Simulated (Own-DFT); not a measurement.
Simulation results for Al₃GaN₄ (wurtzite random alloy, atoms displaced)

A calculation, not a measurement: plane-wave density functional theory by an unreviewed code, no spin, of a simulated periodic cell, stress positive in tension, run twice, with PBE and with PBEsol, both on files made for PBE, so the change isn't that of files made for PBEsol, forces on such cells passed a denser k mesh, this cell's mesh not checked; the far tail of each file's local potential was reset to the Coulomb form; each entry is a single point on an unrelaxed cell, so the pressure reflects the starting lattice, mostly measured values (interpolated for alloys), from which strain is counted, and rises with the displacements; printed positions are rounded, which can move forces by about a meV/angstrom; the program, named Own-DFT, is a retired in-house code; no spin-orbit coupling; stress was not checked against mesh or cutoff. Program: Own-DFT development build.

Common to all runs: functional PBE, then PBEsol; potential files PseudoDojo norm-conserving, scalar-relativistic, standard set; wave cutoff 42 hartree; occupations Fermi-Dirac; smearing width 0.1 eV; k mesh 4 x 4 x 3 centred on Gamma.

```json
{"entry": 1, "formula": "Al3GaN4", "kind": "wurtzite random alloy, atoms displaced", "structure": {"cell_angstrom": [[9.3938, 0.0, 0.0], [-4.6969, 8.1352, 0.0], [0.0, 0.0, 10.0655]], "atoms_fractional": [["Al", 0.10526, 0.2247, 0.99534], ["Ga", 0.23069, 0.11858, 0.26116], ["N", 0.09989, 0.21082, 0.19304], ["N", 0.21702, 0.11308, 0.43241], ["Al", 0.1118, 0.22505, 0.51095], ["Al", 0.22942, 0.11016, 0.75862], ["N", 0.0971, 0.20854, 0.68494], ["N", 0.21812, 0.11821, 0.94334], ["Al", 0.10723, 0.55666, 0.99291], ["Al", 0.22382, 0.45283, 0.23745], ["N", 0.11213, 0.56147, 0.19912], ["N", 0.22647, 0.43583, 0.45102], ["Al", 0.09845, 0.55339, 0.49045], ["Al", 0.21101, 0.43579, 0.76668], ["N", 0.12477, 0.56069, 0.67338], ["N", 0.22455, 0.44682, 0.93551], ["Al", 0.11823, 0.88337, 0.9925], ["Ga", 0.20587, 0.76138, 0.23819], ["N", 0.11131, 0.89066, 0.17803], ["N", 0.22351, 0.79129, 0.44103], ["Al", 0.10947, 0.88772, 0.49396], ["Al", 0.22563, 0.77737, 0.75482], ["N", 0.11111, 0.88821, 0.69963], ["N", 0.23838, 0.79225, 0.94128], ["Al", 0.45701, 0.2554, 0.01538], ["Al", 0.55597, 0.11626, 0.25105], ["N", 0.45222, 0.23076, 0.18059], ["N", 0.57707, 0.11391, 0.43297], ["Al", 0.44912, 0.22743, 0.49217], ["Ga", 0.56041, 0.11665, 0.75769], ["N", 0.45281, 0.22027, 0.69782], ["N", 0.56143, 0.10995, 0.91936], ["Al", 0.43905, 0.55482, 0.99679], ["Ga", 0.54828, 0.4521, 0.24997], ["N", 0.43798, 0.53359, 0.17425], ["N", 0.54163, 0.44359, 0.43704], ["Al", 0.44531, 0.55795, 0.491], ["Al", 0.56434, 0.46382, 0.74427], ["N", 0.437, 0.55289, 0.68358], ["N", 0.56373, 0.43381, 0.94307], ["Al", 0.45623, 0.90267, 0.98917], ["Al", 0.54634, 0.7618, 0.25806], ["N", 0.4532, 0.89654, 0.20038], ["N", 0.56224, 0.78337, 0.44369], ["Al", 0.4228, 0.86904, 0.49792], ["Ga", 0.54892, 0.7949, 0.75045], ["N", 0.43557, 0.8849, 0.69281], ["N", 0.55548, 0.77297, 0.94566], ["Al", 0.7792, 0.2224, 0.99165], ["Ga", 0.89084, 0.13612, 0.25707], ["N", 0.78502, 0.21754, 0.19128], ["N", 0.87955, 0.10913, 0.42801], ["Al", 0.7915, 0.24174, 0.4988], ["Al", 0.88044, 0.10337, 0.74869], ["N", 0.79037, 0.2292, 0.69747], ["N", 0.86841, 0.09332, 0.94131], ["Al", 0.76634, 0.562, 0.98886], ["Al", 0.8976, 0.46082, 0.25462], ["N", 0.76445, 0.55398, 0.18975], ["N", 0.90145, 0.44602, 0.44307], ["Ga", 0.77117, 0.55207, 0.50425], ["Ga", 0.88829, 0.46439, 0.75361], ["N", 0.77955, 0.56139, 0.68109], ["N", 0.90164, 0.44545, 0.93537], ["Al", 0.7882, 0.89558, 0.0003], ["Al", 0.88802, 0.7668, 0.25861], ["N", 0.76665, 0.87896, 0.17806], ["N", 0.88643, 0.79216, 0.43906], ["Al", 0.79094, 0.89509, 0.51377], ["Ga", 0.88789, 0.78269, 0.73628], ["N", 0.78153, 0.88204, 0.69509], ["N", 0.88168, 0.77879, 0.93703]]}, "results": {"PBE_pressure [GPa]": 11.12, "PBE_stress_xx [GPa]": -10.63, "PBE_stress_yy [GPa]": -7.93, "PBE_stress_zz [GPa]": -14.78, "PBE_stress_yz [GPa]": 1.85, "PBE_stress_xz [GPa]": -1.94, "PBE_stress_xy [GPa]": 1.06, "PBEsol_pressure [GPa]": 7.95, "PBEsol_stress_xx [GPa]": -7.43, "PBEsol_stress_yy [GPa]": -4.92, "PBEsol_stress_zz [GPa]": -11.51, "PBEsol_stress_yz [GPa]": 1.86, "PBEsol_stress_xz [GPa]": -1.88, "PBEsol_stress_xy [GPa]": 0.97, "force_element": ["Al", "Ga", "N", "N", "Al", "Al", "N", "N", "Al", "Al", "N", "N", "Al", "Al", "N", "N", "Al", "Ga", "N", "N", "Al", "Al", "N", "N", "Al", "Al", "N", "N", "Al", "Ga", "N", "N", "Al", "Ga", "N", "N", "Al", "Al", "N", "N", "Al", "Al", "N", "N", "Al", "Ga", "N", "N", "Al", "Ga", "N", "N", "Al", "Al", "N", "N", "Al", "Al", "N", "N", "Ga", "Ga", "N", "N", "Al", "Al", "N", "N", "Al", "Ga", "N", "N"], "PBE_force_x [eV/angstrom]": [-0.164, -0.865, 1.297, 1.005, -0.52, -0.618, 1.142, 1.293, 1.56, 0.854, 0.352, -1.979, 5.626, 0.52, -1.122, -1.152, -2.79, 1.23, -0.581, -1.515, -0.581, -0.874, 1.524, -0.264, -0.831, 1.304, 0.611, -3.027, 0.523, 0.687, -2.704, -0.146, 1.421, 2.81, -4.316, 1.975, -1.294, -1.107, 0.439, -2.504, 1.113, 0.991, -0.628, -0.396, 3.482, 3.226, -1.587, -0.511, -0.287, 4.271, -6.741, 1.372, 0.227, 0.603, -0.588, 1.383, 3.031, -1.785, 3.217, -4.185, -0.167, 3.135, -1.339, -2.364, -1.181, -2.078, 0.695, 2.433, -3.154, 2.643, -4.224, 2.175], "PBE_force_y [eV/angstrom]": [-1.921, -0.894, 3.284, -0.259, -0.813, 0.551, 0.623, 0.049, 1.505, -3.123, -5.624, 1.908, 2.5, 0.376, 0.098, -0.135, 1.902, 8.348, -0.961, -3.126, 1.43, -0.581, 0.562, -2.67, -7.357, -0.369, -1.288, 0.465, -1.851, -0.007, 2.229, 0.998, 0.834, -1.861, 2.857, -0.099, 0.665, -2.504, -0.076, 5.123, -0.793, 3.052, -1.522, -1.318, 3.131, -3.298, 1.693, 0.545, -0.617, -5.067, 4.844, 0.382, -4.224, 0.494, 0.37, 4.193, 1.285, -2.792, 0.34, 0.495, 0.504, -1.855, -0.397, 0.21, -2.887, 2.788, -0.865, -1.925, 1.206, -0.798, 2.672, -0.633], "PBE_force_z [eV/angstrom]": [1.478, -5.155, -2.084, 5.323, -2.937, -0.824, 3.289, 0.098, 0.959, 2.015, -3.267, -2.938, 2.021, -6.797, 2.928, 3.577, 0.511, 1.801, 1.35, -1.137, 1.352, -1.273, -1.683, -0.37, -3.334, -0.462, 4.44, 1.602, 1.523, -7.826, -2.499, 10.36, -1.312, 0.912, 0.795, 0.658, 2.458, 0.51, 1.245, -4.032, 2.601, -2.124, -1.727, 0.271, 0.59, 0.899, -2.257, -0.698, 1.042, -1.31, -3.591, 6.684, 1.374, 0.825, -1.844, -1.821, 2.426, -1.175, -0.292, -2.46, -3.23, -1.532, 1.998, 1.722, 1.247, -3.067, 2.942, 0.624, -2.542, 3.2, -1.447, -0.604], "PBEsol_force_x [eV/angstrom]": [-0.195, -0.874, 1.253, 0.998, -0.528, -0.621, 1.143, 1.302, 1.588, 0.857, 0.336, -1.981, 5.638, 0.504, -1.183, -1.146, -2.792, 1.202, -0.459, -1.527, -0.609, -0.894, 1.346, -0.236, -0.842, 1.28, 0.471, -2.982, 0.539, 0.658, -2.504, -0.18, 1.444, 2.754, -4.056, 2.089, -1.278, -1.079, 0.381, -2.525, 1.113, 0.986, -0.716, -0.37, 3.512, 3.152, -1.363, -0.491, -0.296, 4.184, -6.45, 1.357, 0.215, 0.598, -0.727, 1.366, 3.064, -1.801, 3.013, -4.323, -0.158, 3.061, -1.151, -2.415, -1.18, -2.054, 0.683, 2.418, -3.164, 2.579, -4.111, 2.178], "PBEsol_force_y [eV/angstrom]": [-1.907, -0.873, 3.116, -0.239, -0.835, 0.553, 0.613, 0.045, 1.54, -3.123, -5.302, 1.902, 2.537, 0.362, 0.048, -0.131, 1.897, 8.185, -0.908, -3.155, 1.418, -0.607, 0.467, -2.667, -7.399, -0.343, -1.197, 0.425, -1.867, 0.009, 2.134, 1.036, 0.802, -1.83, 2.742, -0.024, 0.701, -2.489, 0.041, 5.137, -0.8, 2.993, -1.59, -1.272, 3.144, -3.233, 1.736, 0.582, -0.599, -4.956, 4.694, 0.401, -4.205, 0.466, 0.454, 4.193, 1.272, -2.788, 0.238, 0.544, 0.509, -1.84, -0.309, 0.207, -2.892, 2.78, -0.782, -2.039, 1.194, -0.78, 2.463, -0.601], "PBEsol_force_z [eV/angstrom]": [1.469, -5.029, -1.942, 5.038, -2.974, -0.829, 3.307, 0.134, 0.979, 2.029, -3.189, -2.921, 1.984, -6.811, 2.94, 3.623, 0.472, 1.773, 1.453, -1.28, 1.361, -1.245, -1.638, -0.361, -3.368, -0.462, 4.61, 1.607, 1.507, -7.628, -2.414, 9.966, -1.347, 0.872, 0.905, 0.514, 2.446, 0.534, 1.255, -4.059, 2.593, -2.117, -1.689, 0.288, 0.588, 0.889, -2.12, -0.825, 1.027, -1.264, -3.452, 6.389, 1.389, 0.85, -1.737, -1.821, 2.416, -1.158, -0.258, -2.427, -3.127, -1.498, 1.894, 1.504, 1.2, -3.044, 2.975, 0.67, -2.524, 3.143, -1.291, -0.744], "rms_change_of_force_components_from_PBE_to_PBEsol [eV/angstrom]": 0.087}}
{"entry": 2, "formula": "Al3GaN4", "kind": "wurtzite random alloy, atoms displaced", "structure": {"cell_angstrom": [[9.3938, 0.0, 0.0], [-4.6969, 8.1352, 0.0], [0.0, 0.0, 10.0655]], "atoms_fractional": [["Al", 0.12024, 0.22425, 0.99884], ["Ga", 0.21389, 0.10694, 0.24658], ["N", 0.12254, 0.23138, 0.1919], ["N", 0.22911, 0.1049, 0.43769], ["Al", 0.10433, 0.21964, 0.49862], ["Ga", 0.22441, 0.11782, 0.7469], ["N", 0.12475, 0.23245, 0.68483], ["N", 0.22278, 0.11491, 0.94566], ["Al", 0.08231, 0.55105, 0.00984], ["Ga", 0.22056, 0.43274, 0.25505], ["N", 0.12733, 0.57672, 0.19881], ["N", 0.20671, 0.42939, 0.43884], ["Al", 0.11286, 0.55519, 0.50271], ["Al", 0.22389, 0.43803, 0.75295], ["N", 0.11615, 0.56595, 0.69878], ["N", 0.20263, 0.42864, 0.94], ["Al", 0.11828, 0.89078, 0.00314], ["Al", 0.22625, 0.78078, 0.23599], ["N", 0.09519, 0.87321, 0.2043], ["N", 0.23179, 0.77086, 0.43586], ["Al", 0.11432, 0.88115, 0.51006], ["Al", 0.21421, 0.76766, 0.74818], ["N", 0.11959, 0.89123, 0.68703], ["N", 0.21227, 0.78196, 0.95472], ["Ga", 0.44353, 0.2191, 0.9974], ["Al", 0.56937, 0.12222, 0.24863], ["N", 0.44998, 0.23869, 0.19189], ["N", 0.5562, 0.11503, 0.45335], ["Al", 0.44064, 0.21893, 0.50602], ["Ga", 0.55533, 0.11851, 0.74036], ["N", 0.43778, 0.21406, 0.69612], ["N", 0.5428, 0.10772, 0.93932], ["Ga", 0.44413, 0.54882, 0.00954], ["Al", 0.55617, 0.44616, 0.24607], ["N", 0.44547, 0.54662, 0.18319], ["N", 0.54246, 0.44076, 0.44413], ["Al", 0.45691, 0.55722, 0.48473], ["Al", 0.55195, 0.44891, 0.7508], ["N", 0.43106, 0.53477, 0.66751], ["N", 0.55373, 0.44311, 0.93182], ["Al", 0.44031, 0.88145, 0.00368], ["Al", 0.54768, 0.78277, 0.25926], ["N", 0.436, 0.89146, 0.19114], ["N", 0.57696, 0.79434, 0.43732], ["Al", 0.4322, 0.89204, 0.4994], ["Al", 0.56679, 0.79758, 0.73043], ["N", 0.43711, 0.89563, 0.68811], ["N", 0.56055, 0.76522, 0.94191], ["Ga", 0.76317, 0.20662, 0.99832], ["Al", 0.88039, 0.10196, 0.2488], ["N", 0.77117, 0.20687, 0.17888], ["N", 0.87931, 0.10137, 0.45095], ["Al", 0.77648, 0.21263, 0.50583], ["Al", 0.89378, 0.11563, 0.75499], ["N", 0.77794, 0.23475, 0.68903], ["N", 0.88746, 0.12682, 0.94137], ["Al", 0.78712, 0.54966, 0.01046], ["Ga", 0.87485, 0.42433, 0.24868], ["N", 0.77779, 0.55153, 0.17692], ["N", 0.87824, 0.44037, 0.42872], ["Al", 0.76964, 0.5482, 0.50797], ["Al", 0.87994, 0.44041, 0.74942], ["N", 0.77356, 0.54729, 0.69953], ["N", 0.89063, 0.45243, 0.94241], ["Al", 0.77423, 0.89248, 0.00387], ["Al", 0.90951, 0.78862, 0.25939], ["N", 0.78586, 0.89137, 0.19901], ["N", 0.89318, 0.76813, 0.43622], ["Ga", 0.77887, 0.9, 0.49964], ["Al", 0.88967, 0.77348, 0.76777], ["N", 0.80503, 0.89189, 0.68543], ["N", 0.90428, 0.79436, 0.92973]]}, "results": {"PBE_pressure [GPa]": 10.27, "PBE_stress_xx [GPa]": -9.16, "PBE_stress_yy [GPa]": -10.28, "PBE_stress_zz [GPa]": -11.36, "PBE_stress_yz [GPa]": -1.27, "PBE_stress_xz [GPa]": 0.44, "PBE_stress_xy [GPa]": 0.39, "PBEsol_pressure [GPa]": 7.13, "PBEsol_stress_xx [GPa]": -6.08, "PBEsol_stress_yy [GPa]": -7.12, "PBEsol_stress_zz [GPa]": -8.18, "PBEsol_stress_yz [GPa]": -1.29, "PBEsol_stress_xz [GPa]": 0.44, "PBEsol_stress_xy [GPa]": 0.39, "force_element": ["Al", "Ga", "N", "N", "Al", "Ga", "N", "N", "Al", "Ga", "N", "N", "Al", "Al", "N", "N", "Al", "Al", "N", "N", "Al", "Al", "N", "N", "Ga", "Al", "N", "N", "Al", "Ga", "N", "N", "Ga", "Al", "N", "N", "Al", "Al", "N", "N", "Al", "Al", "N", "N", "Al", "Al", "N", "N", "Ga", "Al", "N", "N", "Al", "Al", "N", "N", "Al", "Ga", "N", "N", "Al", "Al", "N", "N", "Al", "Al", "N", "N", "Ga", "Al", "N", "N"], "PBE_force_x [eV/angstrom]": [-1.737, 1.961, -2.753, -1.719, 1.723, -0.327, -2.815, -0.465, 5.444, -0.885, -0.73, 0.67, -0.356, -0.627, -0.261, 0.105, -3.018, -1.523, 5.74, -1.939, -0.396, -0.052, -0.733, 3.169, -0.833, -3.262, 1.404, 0.614, -0.494, 0.541, -0.098, 2.046, -0.936, 0.969, -0.591, 3.935, -3.93, -0.062, 0.259, 1.224, -0.022, 1.314, 2.663, -4.505, 2.124, 0.499, 1.541, -1.826, -1.635, 1.353, 0.966, 0.698, -1.171, 0.548, 2.275, 3.362, -3.094, 0.737, -0.711, 0.843, 0.188, 1.525, -0.682, -1.564, 1.629, -6.253, -0.835, -0.283, 4.051, 0.906, -3.108, -0.795], "PBE_force_y [eV/angstrom]": [-0.471, -0.068, -3.828, -0.235, -0.931, -1.867, -1.343, -1.553, 1.652, 3.67, -5.271, 1.908, -0.32, 1.888, -4.047, 2.68, 1.362, 1.261, 3.909, -0.222, 0.103, 3.486, -1.285, -1.906, 1.732, -1.297, -2.902, -0.27, 0.581, -0.947, 3.239, -2.103, -0.693, 1.063, 2.18, -1.199, 1.093, -0.729, 2.66, 0.522, -0.116, -0.532, 1.582, -2.999, 0.376, -2.286, -1.655, 2.599, 2.274, 1.518, 0.161, 5.25, 1.852, 0.285, -1.887, -2.975, 1.35, 2.686, 0.605, -0.704, 0.651, 1.822, 1.206, -2.731, -0.208, -4.349, -1.219, 0.004, -3.947, -0.357, 0.691, -0.444], "PBE_force_z [eV/angstrom]": [1.004, 1.026, -1.836, 1.357, 0.173, 1.131, 0.028, -0.198, 0.678, -0.405, -2.102, 1.173, -0.725, -0.009, -1.754, -0.188, 0.653, 3.112, -4.457, -0.028, -2.71, 1.93, 1.794, -1.819, 0.849, 1.187, -0.025, -1.886, -0.399, 1.806, -1.86, -0.517, -3.875, 1.038, 4.914, -1.821, 1.617, -0.742, 2.101, 0.995, -1.104, -2.211, -0.113, 0.277, 0.169, 1.392, -0.114, -1.31, -1.363, 0.642, 2.652, -3.037, -0.717, -0.845, 0.026, -0.918, -4.719, -0.94, 4.821, 3.851, -1.005, 1.402, -1.207, -1.845, -0.16, 0.628, -1.25, 2.226, 1.258, -6.342, 1.74, 6.907], "PBEsol_force_x [eV/angstrom]": [-1.734, 1.917, -2.582, -1.73, 1.738, -0.289, -2.631, -0.275, 5.475, -0.862, -0.702, 0.699, -0.372, -0.618, -0.262, 0.163, -3.028, -1.533, 5.781, -1.964, -0.394, -0.042, -0.751, 3.173, -0.825, -3.277, 1.268, 0.612, -0.486, 0.494, -0.092, 2.006, -0.896, 0.981, -0.732, 3.948, -3.974, -0.072, 0.246, 1.1, -0.003, 1.304, 2.663, -4.285, 2.159, 0.514, 1.501, -1.821, -1.583, 1.369, 0.973, 0.701, -1.172, 0.537, 2.105, 3.147, -3.117, 0.707, -0.58, 0.847, 0.167, 1.539, -0.687, -1.577, 1.635, -6.317, -0.831, -0.371, 3.954, 0.92, -3.087, -0.79], "PBEsol_force_y [eV/angstrom]": [-0.489, -0.04, -3.686, -0.242, -0.978, -1.821, -1.443, -1.467, 1.646, 3.565, -5.42, 1.924, -0.331, 1.906, -4.083, 2.752, 1.399, 1.316, 4.071, -0.242, 0.109, 3.527, -1.111, -1.93, 1.7, -1.293, -2.998, -0.263, 0.589, -0.926, 3.037, -1.903, -0.679, 1.084, 2.106, -1.236, 1.132, -0.745, 2.63, 0.448, -0.127, -0.539, 1.598, -2.84, 0.394, -2.282, -1.456, 2.39, 2.231, 1.556, 0.339, 4.945, 1.841, 0.285, -1.994, -2.849, 1.359, 2.643, 0.539, -0.711, 0.641, 1.816, 1.209, -2.88, -0.19, -4.373, -1.26, 0.058, -3.847, -0.375, 0.698, -0.437], "PBEsol_force_z [eV/angstrom]": [1.027, 1.034, -1.682, 1.183, 0.147, 1.102, 0.085, -0.3, 0.698, -0.394, -2.007, 0.984, -0.73, 0.005, -1.752, -0.137, 0.689, 3.122, -4.429, -0.072, -2.74, 1.969, 1.875, -1.813, 0.819, 1.198, -0.151, -1.868, -0.391, 1.772, -1.712, -0.537, -3.773, 1.063, 4.695, -1.82, 1.578, -0.761, 2.066, 1.145, -1.112, -2.247, -0.112, 0.402, 0.169, 1.373, -0.06, -1.26, -1.316, 0.668, 2.453, -2.953, -0.725, -0.869, 0.083, -0.811, -4.767, -0.896, 4.928, 3.617, -0.997, 1.426, -1.186, -1.85, -0.145, 0.622, -1.227, 2.278, 1.23, -6.405, 1.548, 6.956], "rms_change_of_force_components_from_PBE_to_PBEsol [eV/angstrom]": 0.08}}
{"entry": 3, "formula": "Al3GaN4", "kind": "wurtzite random alloy, atoms displaced", "structure": {"cell_angstrom": [[9.3938, 0.0, 0.0], [-4.6969, 8.1352, 0.0], [0.0, 0.0, 10.0655]], "atoms_fractional": [["Al", 0.08512, 0.21926, 0.98592], ["Al", 0.22211, 0.11032, 0.26118], ["N", 0.12413, 0.22987, 0.19274], ["N", 0.2221, 0.11026, 0.43892], ["Al", 0.11961, 0.22208, 0.50663], ["Al", 0.21538, 0.11035, 0.76183], ["N", 0.10444, 0.2286, 0.68203], ["N", 0.21283, 0.10639, 0.94712], ["Al", 0.10683, 0.55897, 0.00284], ["Al", 0.22349, 0.45846, 0.25008], ["N", 0.10647, 0.55388, 0.18572], ["N", 0.21404, 0.44162, 0.42625], ["Al", 0.10447, 0.55897, 0.48572], ["Ga", 0.22909, 0.45417, 0.75112], ["N", 0.10721, 0.55289, 0.69816], ["N", 0.21927, 0.4377, 0.93189], ["Al", 0.10611, 0.89263, 0.99873], ["Al", 0.22836, 0.79959, 0.25308], ["N", 0.10143, 0.88879, 0.19078], ["N", 0.21358, 0.7839, 0.44731], ["Al", 0.11069, 0.89145, 0.50619], ["Ga", 0.22381, 0.75765, 0.7414], ["N", 0.12301, 0.89089, 0.70466], ["N", 0.22151, 0.76146, 0.94523], ["Ga", 0.44668, 0.20844, 0.99857], ["Al", 0.55485, 0.11395, 0.25662], ["N", 0.44374, 0.24544, 0.19177], ["N", 0.54277, 0.09638, 0.44442], ["Ga", 0.44753, 0.22427, 0.50343], ["Ga", 0.54096, 0.09506, 0.75066], ["N", 0.45035, 0.23149, 0.70192], ["N", 0.55266, 0.12092, 0.93002], ["Ga", 0.44533, 0.5486, 0.00193], ["Al", 0.56066, 0.43849, 0.2444], ["N", 0.44734, 0.55235, 0.18796], ["N", 0.56793, 0.45645, 0.43522], ["Al", 0.44531, 0.56665, 0.50347], ["Al", 0.5559, 0.44679, 0.75092], ["N", 0.43711, 0.55582, 0.68947], ["N", 0.55123, 0.43527, 0.93563], ["Al", 0.44887, 0.88004, 0.0126], ["Al", 0.56022, 0.78147, 0.25161], ["N", 0.44798, 0.87967, 0.19368], ["N", 0.55314, 0.78727, 0.43669], ["Al", 0.43763, 0.88311, 0.5237], ["Al", 0.56871, 0.78645, 0.74572], ["N", 0.43154, 0.87677, 0.68894], ["N", 0.5652, 0.78573, 0.93801], ["Al", 0.76586, 0.21634, 0.00508], ["Al", 0.88473, 0.1056, 0.25262], ["N", 0.76751, 0.20079, 0.19541], ["N", 0.89213, 0.09605, 0.45002], ["Al", 0.77293, 0.22004, 0.51026], ["Al", 0.88602, 0.10975, 0.74664], ["N", 0.79717, 0.22565, 0.69731], ["N", 0.87026, 0.10623, 0.93888], ["Al", 0.78097, 0.55587, 0.00643], ["Ga", 0.87839, 0.44639, 0.26007], ["N", 0.75932, 0.53957, 0.19048], ["N", 0.88476, 0.4534, 0.43707], ["Al", 0.7887, 0.56677, 0.4959], ["Ga", 0.8885, 0.43554, 0.75271], ["N", 0.7738, 0.56426, 0.6838], ["N", 0.88346, 0.4602, 0.94088], ["Al", 0.77493, 0.88606, 0.99914], ["Ga", 0.88772, 0.78705, 0.2472], ["N", 0.77764, 0.89917, 0.19926], ["N", 0.90216, 0.7769, 0.43159], ["Al", 0.76659, 0.87399, 0.4958], ["Al", 0.87946, 0.7673, 0.74208], ["N", 0.77409, 0.88261, 0.70055], ["N", 0.89464, 0.78248, 0.93562]]}, "results": {"PBE_pressure [GPa]": 8.75, "PBE_stress_xx [GPa]": -7.95, "PBE_stress_yy [GPa]": -8.34, "PBE_stress_zz [GPa]": -9.96, "PBE_stress_yz [GPa]": -0.73, "PBE_stress_xz [GPa]": 1.33, "PBE_stress_xy [GPa]": -0.5, "PBEsol_pressure [GPa]": 5.63, "PBEsol_stress_xx [GPa]": -4.85, "PBEsol_stress_yy [GPa]": -5.24, "PBEsol_stress_zz [GPa]": -6.78, "PBEsol_stress_yz [GPa]": -0.7, "PBEsol_stress_xz [GPa]": 1.29, "PBEsol_stress_xy [GPa]": -0.53, "force_element": ["Al", "Al", "N", "N", "Al", "Al", "N", "N", "Al", "Al", "N", "N", "Al", "Ga", "N", "N", "Al", "Al", "N", "N", "Al", "Ga", "N", "N", "Ga", "Al", "N", "N", "Ga", "Ga", "N", "N", "Ga", "Al", "N", "N", "Al", "Al", "N", "N", "Al", "Al", "N", "N", "Al", "Al", "N", "N", "Al", "Al", "N", "N", "Al", "Al", "N", "N", "Al", "Ga", "N", "N", "Al", "Ga", "N", "N", "Al", "Ga", "N", "N", "Al", "Al", "N", "N"], "PBE_force_x [eV/angstrom]": [3.371, -1.052, -2.334, 0.073, -1.401, 0.524, 1.536, -0.728, 0.432, 1.239, -0.56, 0.394, 1.188, -1.063, -0.305, -1.406, 1.505, 0.194, 2.47, 2.05, -0.172, -3.11, -2.077, 0.035, -4.823, -0.525, 1.636, 1.407, -0.486, 0.367, -1.073, 4.282, -0.533, -3.667, -0.369, -1.011, 0.261, -0.013, 2.702, 1.055, -1.36, 0.085, -2.111, -0.118, -0.361, -2.444, 3.715, -0.927, 0.042, 2.155, -1.096, -1.489, 1.099, 1.877, -3.491, 0.253, -2.583, 1.724, 2.331, 1.114, -1.746, -1.635, 0.581, 2.73, 0.98, -0.186, -0.241, -1.926, 1.41, 1.809, 1.274, -1.475], "PBE_force_y [eV/angstrom]": [0.648, 1.417, -0.819, -0.295, 0.198, 0.482, -1.389, 0.778, -1.975, -1.887, 1.288, 0.995, -0.597, -1.761, -2.552, 0.22, -1.202, -2.431, 1.382, -0.435, 0.877, 2.606, -0.111, 3.73, 2.715, -0.598, -7.127, 0.892, 1.031, 1.9, -1.455, -3.554, -0.046, 3.127, 1.528, -0.048, -1.619, 0.636, 1.93, 1.365, -0.163, -1.706, 1.989, -1.109, 0.335, -2.312, 1.007, -0.614, 1.293, 2.555, 1.747, 1.278, -0.402, -1.039, -1.663, -0.002, 0.945, -0.871, 3.181, -2.106, -0.811, 2.319, -2.113, -2.936, 0.283, -1.813, -1.922, 0.62, 1.379, 2.284, 1.45, -0.931], "PBE_force_z [eV/angstrom]": [2.791, -2.843, -0.662, 1.766, -2.598, -0.948, 2.641, -0.801, -0.258, -2.065, 1.408, 3.573, 1.272, -0.447, -3.891, 2.427, -0.085, -0.178, -0.726, -0.76, 0.953, 3.767, -2.016, -0.068, 1.616, -0.164, -0.373, 0.574, 0.353, -0.852, -1.274, 2.028, -0.635, 2.808, 1.668, 0.655, -1.703, 0.008, -0.865, 0.212, -2.259, -0.105, 0.446, 1.531, -7.138, 1.876, 3.071, -0.34, -0.322, 1.433, -0.689, -0.534, -1.305, 0.494, -2.176, -0.494, -0.815, -3.268, -1.488, 3.164, 0.666, 0.74, -0.58, 0.644, 0.326, -0.153, -2.307, 2.329, 0.537, 2.161, -2.591, 0.842], "PBEsol_force_x [eV/angstrom]": [3.377, -1.034, -2.306, 0.211, -1.381, 0.535, 1.515, -0.605, 0.435, 1.241, -0.695, 0.403, 1.194, -1.044, -0.284, -1.266, 1.535, 0.19, 2.254, 2.05, -0.169, -3.043, -1.926, 0.03, -4.734, -0.566, 1.618, 1.263, -0.47, 0.313, -0.934, 4.039, -0.518, -3.679, -0.353, -1.013, 0.243, -0.022, 2.506, 0.927, -1.367, 0.102, -2.091, -0.145, -0.381, -2.495, 3.506, -0.926, 0.03, 2.181, -1.087, -1.471, 1.076, 1.896, -3.585, 0.212, -2.615, 1.674, 2.514, 1.097, -1.733, -1.572, 0.668, 2.752, 1.008, -0.154, -0.087, -1.928, 1.424, 1.834, 1.303, -1.473], "PBEsol_force_y [eV/angstrom]": [0.64, 1.392, -0.799, -0.222, 0.228, 0.512, -1.224, 0.876, -2.02, -1.874, 1.244, 0.973, -0.598, -1.71, -2.483, 0.329, -1.22, -2.438, 1.284, -0.42, 0.892, 2.559, -0.217, 3.744, 2.689, -0.587, -7.152, 0.957, 0.984, 1.875, -1.569, -3.453, -0.066, 3.147, 1.499, -0.172, -1.633, 0.653, 1.822, 1.273, -0.136, -1.721, 1.99, -1.082, 0.331, -2.321, 1.032, -0.752, 1.327, 2.58, 1.837, 1.274, -0.381, -1.063, -1.469, -0.034, 0.976, -0.82, 3.216, -2.124, -0.82, 2.265, -2.196, -2.955, 0.275, -1.749, -2.011, 0.641, 1.347, 2.303, 1.463, -0.934], "PBEsol_force_z [eV/angstrom]": [2.786, -2.857, -0.668, 1.826, -2.622, -0.959, 2.716, -0.725, -0.289, -2.086, 1.468, 3.576, 1.28, -0.414, -3.707, 2.265, -0.082, -0.165, -0.66, -0.753, 0.971, 3.703, -1.951, -0.204, 1.555, -0.173, -0.543, 0.627, 0.345, -0.79, -1.344, 1.898, -0.615, 2.829, 1.48, 0.69, -1.71, -0.006, -0.76, 0.345, -2.284, -0.111, 0.473, 1.515, -7.164, 1.881, 3.274, -0.316, -0.333, 1.449, -0.657, -0.515, -1.323, 0.512, -2.051, -0.513, -0.804, -3.172, -1.37, 2.912, 0.657, 0.751, -0.555, 0.453, 0.352, -0.117, -2.257, 2.106, 0.538, 2.171, -2.587, 0.81], "rms_change_of_force_components_from_PBE_to_PBEsol [eV/angstrom]": 0.075}}
```
